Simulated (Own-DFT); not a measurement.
# Computed records: Al3GaN4 (wurtzite random alloy, strained, atoms displaced)

All values are calculated (Own-DFT development build). A calculation, not a measurement: plane-wave PBE density functional theory by an unreviewed code, no spin, of a simulated periodic cell, stress positive in tension, free energy of the whole cell less one offset for each atom, forces on such cells passed a denser k mesh, this cell's mesh not checked; offsets are fitted by least squares, one for each functional and potential file, so energies compare only between cells with the same atoms and settings and are not formation energies; the far tail of each file's local potential was reset to the Coulomb form; each entry is a single point on an unrelaxed cell, so the pressure reflects the starting lattice, mostly measured values, from which strain is counted, and rises with the displacements; printed positions are rounded, which can move forces by about a meV/angstrom; the program is a retired in-house code; no spin-orbit coupling.

Al3GaN4 (wurtzite random alloy, strained, atoms displaced)

```
Al3GaN4
1.0
      9.3938     0.0000     0.0000
     -4.6969     8.1352     0.0000
      0.0000     0.0000     9.8894
Al Ga N Al N Al N Ga Al N Al N Al Ga N Ga Al N Al N Al N Al Ga N Al N Al Ga N Al Ga N Ga Al N Ga Al N Al N Al N Al N
1 1 2 2 2 2 2 1 1 2 2 2 1 1 2 1 1 2 2 2 2 2 1 1 2 2 2 1 1 2 1 1 2 1 1 2 1 1 2 2 2 2 2 2 2
Direct
  0.11184 0.22162 0.99872
  0.22264 0.11417 0.24870
  0.11347 0.22040 0.18389
  0.22447 0.11710 0.43888
  0.11262 0.22385 0.49255
  0.21911 0.11756 0.75521
  0.12086 0.21980 0.69964
  0.23253 0.11518 0.93377
  0.10987 0.56527 0.00004
  0.21826 0.44916 0.24704
  0.10945 0.55546 0.19719
  0.21788 0.43999 0.43341
  0.11297 0.55888 0.49419
  0.22654 0.44221 0.75081
  0.10180 0.55525 0.68711
  0.21950 0.44284 0.93404
  0.10615 0.89670 0.00242
  0.21845 0.77336 0.24990
  0.10749 0.88680 0.18185
  0.21323 0.77312 0.44553
  0.11312 0.88703 0.50891
  0.22184 0.77776 0.74533
  0.10626 0.89418 0.68748
  0.21907 0.77955 0.94423
  0.45338 0.22494 0.00248
  0.55949 0.11047 0.25514
  0.44612 0.21895 0.19995
  0.54943 0.10978 0.44488
  0.43665 0.21391 0.49839
  0.56087 0.11749 0.74751
  0.45192 0.21535 0.69647
  0.53790 0.11670 0.93873
  0.45113 0.56092 0.00975
  0.55803 0.44149 0.25472
  0.43939 0.55878 0.18636
  0.55631 0.44424 0.44449
  0.45365 0.55460 0.49464
  0.55448 0.44896 0.74484
  0.43892 0.55067 0.69082
  0.55599 0.44134 0.94221
  0.43850 0.88616 0.99586
  0.55359 0.77205 0.25246
  0.44674 0.88171 0.18995
  0.55002 0.77794 0.42962
  0.44682 0.89863 0.50317
  0.55744 0.78211 0.74236
  0.43673 0.89397 0.69162
  0.55904 0.78584 0.93138
  0.77769 0.21053 0.00220
  0.89747 0.11550 0.24945
  0.78457 0.22565 0.18955
  0.89276 0.12244 0.44061
  0.77217 0.22248 0.50022
  0.89353 0.11022 0.75488
  0.77799 0.22550 0.69739
  0.88426 0.11641 0.93640
  0.77814 0.54889 0.00142
  0.88533 0.44460 0.25042
  0.77552 0.55677 0.18889
  0.89269 0.45014 0.43594
  0.77482 0.56254 0.49124
  0.88330 0.43999 0.75308
  0.79108 0.55782 0.68788
  0.88653 0.45774 0.93855
  0.77350 0.88507 0.99723
  0.89841 0.78060 0.26475
  0.78491 0.88783 0.19187
  0.89695 0.78017 0.43743
  0.77640 0.88898 0.50552
  0.88521 0.78151 0.74917
  0.78067 0.89349 0.69267
  0.87991 0.76768 0.94208
```

Here we set functional PBE, potential files PseudoDojo norm-conserving, scalar-relativistic, standard set with the stringent files for Ga, wave cutoff 96 hartree, occupations Gaussian, smearing width 0.01 eV and k mesh 4 x 4 x 3 centred on Gamma.

It finds free energy of cell above offsets -21.039 eV; pressure 10.53 GPa; stress xx -8.64 GPa; stress yy -6.25 GPa; stress zz -16.71 GPa; stress yz -0.11 GPa; stress xz 0.83 GPa; stress xy 1.89 GPa.

Force:
```
element  x (eV/Å)  y (eV/Å)  z (eV/Å)
     Al     0.321     0.467    -1.318
     Ga     0.463    -1.003    -0.371
      N    -0.234     1.816     0.121
      N    -0.357    -1.392     1.244
     Al    -0.077     0.204     1.575
     Al     3.627    -1.686    -1.158
      N    -3.267      1.21      -2.3
      N    -2.406    -0.745     2.428
     Al     0.444    -1.435    -0.276
     Al     0.942    -0.904    -0.444
      N    -0.736     0.048    -1.363
      N     1.683     0.397     0.641
     Ga      0.11    -1.623     1.099
     Al    -1.914     0.345    -0.617
      N     1.667    -1.293     1.017
      N     0.008     0.823      2.24
     Al     0.655    -0.829    -2.141
     Al     0.216     1.193    -0.133
      N     0.661    -0.354     2.562
      N     1.122     3.138    -1.416
     Al    -0.448     0.737    -1.717
     Ga    -1.751    -0.594     1.111
      N    -0.301     0.474     1.733
      N    -0.322     0.501     0.101
     Ga    -3.623     1.614     1.511
     Al     0.109    -0.746    -1.177
      N     0.917     0.904     0.087
      N     0.046     0.011    -0.967
     Al     0.295     1.287     1.443
     Al     0.062    -1.028       1.4
      N    -3.058     0.993     -2.25
      N     6.964    -3.517    -1.022
     Al     -0.39    -0.597    -3.689
     Al      -0.7     0.334    -1.143
      N     1.021    -0.934     2.556
      N     0.238    -0.618     -0.64
     Al     -2.75     0.214     0.461
     Ga     2.015    -1.014     0.835
      N    -0.268     1.233    -1.971
      N    -1.636      1.69     0.128
     Al     0.069     0.908     0.242
     Al     0.622     1.183     -2.39
      N    -0.929     0.937     0.211
      N     0.882     0.242     3.988
     Al    -0.397    -2.223    -0.657
     Ga    -1.127    -0.674     0.259
      N     2.306     0.949    -0.992
      N    -0.382    -0.773     2.142
     Al    -2.995     2.166    -0.475
     Ga    -0.674    -1.012    -0.248
      N    -1.399    -0.206     0.174
      N     0.752    -2.008     1.269
     Ga      0.57     1.393     0.529
     Al    -0.437     1.299    -1.516
      N     1.188    -1.178    -0.152
      N      2.21    -1.607     1.067
     Ga    -2.571     1.286     0.206
     Al     0.246     0.173    -0.623
      N      0.21     0.029     2.868
      N    -1.984    -0.564     0.034
     Al     2.217    -0.977     1.688
     Al     0.655     1.185    -0.416
      N    -2.207     0.952    -0.991
      N      4.23    -3.321    -0.009
     Al     0.637     0.209     0.669
     Al    -0.925    -0.116    -5.072
      N    -0.736    -0.788    -0.078
      N    -1.334     0.644     3.414
     Al     0.149     0.737     -1.98
     Al     1.595    -1.361     0.575
      N     0.336      0.28    -0.898
      N    -0.127     2.912    -1.016
```
